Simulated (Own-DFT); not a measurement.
# From a pressure shift to a lattice shift: D0_22 TiAl3, 40 atoms (Al30Ti10)

No measurement is shown. These are fixed-geometry runs of a retired plane-wave code named Own-DFT, which no person has reviewed; spin and spin-orbit coupling are neglected.

Caveats: forces on such cells failed a check on a denser k mesh; stress not checked against mesh or cutoff.

Each geometry was run with PBE and with PBEsol, otherwise alike: PseudoDojo norm-conserving scalar-relativistic files made for PBE; cutoff 42 hartree; 4 x 4 x 4 k mesh centred on Gamma; cold (Marzari-Vanderbilt) smearing of 0.2 eV. Unstrained cell vectors in Å: (-2.365, -6.981, 4.326); (-7.667, 3.491, 1.442); (-2.950, -3.488, -7.241). Each has a uniform strain, of which the change of volume is shown, and random moves of rms u per axis.

| run | volume change (%) | u (Å) | P with PBE (GPa) | P with PBEsol (GPa) |
|---|---|---|---|---|
| 1 | -0.83 | 0.0514 | 3.71 | 1.78 |
| 2 | -0.76 | 0.0547 | 3.86 | 1.93 |
| 3 | -4.09 | 0.0471 | 7.97 | 5.97 |
| 4 | -2.93 | 0.0504 | 6.45 | 4.48 |
| 5 | -0.32 | 0.0533 | 3.45 | 1.53 |
| 6 | -4.56 | 0.0457 | 8.50 | 6.48 |
| 7 | -1.83 | 0.0499 | 4.89 | 2.94 |
| 8 | -3.92 | 0.0511 | 7.85 | 5.85 |
| 9 | -1.00 | 0.0565 | 4.45 | 2.51 |
| 10 | -0.72 | 0.0492 | 3.74 | ? |

Asked: by how much does PBEsol shrink this cell, and what belongs in the blank?

## Working it out

Write v for the change of volume as a fraction. Fitted to v and u², the PBE pressure has a slope of -134 ± 5 GPa in v, with the ions held to the strained lattice. The difference PBEsol less PBE is -1.91 + 2.2 v GPa (slope ± 0.1) and averages -1.96 GPa. Divided by the mean slope of the two, 133 GPa, that makes PBEsol's volume at a given pressure, near 5 GPa, about 1.5 % smaller, or 0.49 % in lengths. At one volume PBEsol's slope is the smaller by 2 GPa, but its pressure there is lower too. If stiffness rises by about 4 GPa for each GPa, PBEsol at equal pressure is stiffer by about 6 GPa. Files made for PBEsol would give a different shift.

For run 10 the line gives 1.81 GPa. The hidden result is 1.81 GPa.
